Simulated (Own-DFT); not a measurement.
# Strain and stress in wurtzite GaN, 72 atoms (Ga36N36)

All numbers below are calculated, not measured. The program, named Own-DFT, is a retired in-house plane-wave density functional code that no person has reviewed. Each row is one single-point run on a periodic cell that was not relaxed, without spin or spin-orbit coupling.

Settings of every run: PBE; PseudoDojo norm-conserving scalar-relativistic files (stringent for Ga); cutoff 96 hartree; 4 x 4 x 3 k mesh centred on Gamma; Gaussian smearing of 0.01 eV.

Known limits: forces not confirmed at this smearing and k mesh; stress not checked against mesh or cutoff.

Unstrained cell vectors in Å: (9.567, 0.000, 0.000); (-4.784, 8.285, 0.000); (0.000, 0.000, 10.370). The unstrained cell has measured lattice constants (interpolated for alloys), not those of this functional. That, the random moves and any unrelaxed bonds set the pressure at no strain. Each run strains this cell uniformly, with the atoms carried along. Every atom was also moved at random, by a Gaussian of width 0.05 Å on each axis. Strain is the symmetric tensor, in per cent. Stress is positive in tension, and the pressure is minus a third of its trace.

| run | e_xx (%) | e_yy (%) | e_zz (%) | e_yz (%) | e_xz (%) | e_xy (%) | s_xx (GPa) | s_yy (GPa) | s_zz (GPa) | s_yz (GPa) | s_xz (GPa) | s_xy (GPa) | P (GPa) | E (meV/atom) |
|---|---|---|---|---|---|---|---|---|---|---|---|---|---|---|
| 1 | -1.70 | 0.29 | -0.11 | -1.78 | -1.18 | -1.00 | -13.49 | -7.80 | -9.56 | -4.14 | -2.86 | -1.48 | 10.28 | 21.7 |
| 2 | 1.59 | 1.36 | -0.24 | -0.99 | -1.19 | -1.41 | -0.05 | 0.75 | -7.18 | -1.67 | -1.96 | -3.38 | 2.16 | 8.0 |
| 3 | 0.66 | 1.80 | -1.53 | 0.46 | 0.86 | 0.21 | -3.92 | -0.93 | -10.91 | 1.19 | 2.32 | 0.23 | 5.26 | 10.9 |
| 4 | -0.86 | -0.01 | 1.80 | -1.76 | 1.52 | 0.71 | -10.14 | -7.05 | 0.16 | -3.31 | 3.36 | 0.79 | 5.68 | 21.7 |
| 5 | -0.63 | 0.32 | 1.11 | -1.81 | 0.77 | 1.91 | -9.73 | -5.99 | -3.01 | -3.68 | 2.61 | 7.36 | 6.24 | 20.0 |
| 6 | 1.91 | -0.52 | 1.24 | 1.42 | 1.19 | 0.21 | 1.83 | -5.42 | -2.28 | 2.30 | 2.69 | -0.12 | 1.96 | 0.0 |
| 7 | -0.02 | 0.57 | 0.08 | 1.46 | -1.15 | 1.76 | -7.74 | -3.36 | -6.69 | 2.64 | -2.71 | 5.27 | 5.93 | 9.5 |
| 8 | 0.10 | -0.75 | 0.13 | -0.81 | 1.32 | 0.53 | -7.75 | -9.17 | -6.97 | -1.20 | 2.23 | 2.77 | 7.96 | 11.1 |
| 9 | -0.74 | -0.93 | -0.77 | -0.40 | 1.24 | -1.61 | -11.62 | -14.86 | -10.95 | -0.63 | 3.09 | -5.96 | 12.48 | 34.8 |
| 10 | 0.34 | 1.25 | 0.59 | 0.56 | -1.76 | 1.69 | -5.68 | -2.59 | -2.88 | 1.59 | -3.87 | 7.28 | 3.72 | 22.9 |
| 11 | 0.55 | -1.41 | -0.66 | 1.10 | 0.27 | -1.75 | -7.09 | -12.37 | -11.27 | 2.36 | -0.37 | -6.26 | 10.24 | 20.3 |
| 12 | -1.03 | 1.99 | 0.61 | -1.27 | 1.72 | -1.70 | -7.41 | -0.23 | -3.96 | -2.79 | 2.35 | -3.45 | 3.86 | 10.0 |
| 13 | 1.15 | -0.67 | 0.45 | -0.11 | -1.84 | 0.25 | -1.10 | -10.49 | -5.13 | 0.63 | -3.92 | 0.57 | 5.57 | 13.0 |
| 14 | -0.75 | 1.20 | -1.10 | -1.84 | 1.22 | -1.26 | -9.70 | -4.32 | -11.67 | -3.68 | 2.86 | -3.52 | 8.56 | 16.7 |
| 15 | -0.98 | 0.46 | -1.56 | -1.37 | -0.20 | 1.47 | ? | ? | ? | ? | ? | ? | ? | ? |

E is the free energy for each atom above the lowest run shown.

## Worked fit

Each stress component was fitted by least squares to a constant and the strains of the runs shown, as fractions, with shears doubled. Shear strains stay in the fit of a normal stress only where such slopes are resolved. The slopes, in GPa:

```
stress,at no strain,per e_xx,per e_yy,per e_zz,scatter
s_xx,-7.2,413 ± 29,92 ± 28,67 ± 33,1.09
s_yy,-7.5,130 ± 34,417 ± 33,93 ± 38,1.28
s_zz,-7.3,54 ± 19,81 ± 19,408 ± 22,0.72
```

Each shear stress against twice its own strain: yz 90 ± 7, xz 109 ± 7, xy 155 ± 15 GPa. These are stiffnesses along x, y and z of the frame in which the cell vectors are given, which need not be the crystal's axes. The atoms are held to the strained lattice; where symmetry lets them move under strain, relaxing them would lower some slopes. The table should be nearly symmetric about its diagonal, and what it lacks of that shows the noise. A ninth of its sum, 195 ± 6 GPa, estimates the bulk modulus near the mean pressure of these runs, 6.4 GPa, so it lies above the value at zero pressure.

## Withheld run

Question: what normal stresses and pressure should run 15 give?

The fit gives s_xx = -11.9, s_yy = -8.3, s_zz = -13.9 and P = 11.4 GPa. The calculation gave -11.70, -7.91, -15.35 and P = 11.65 GPa.
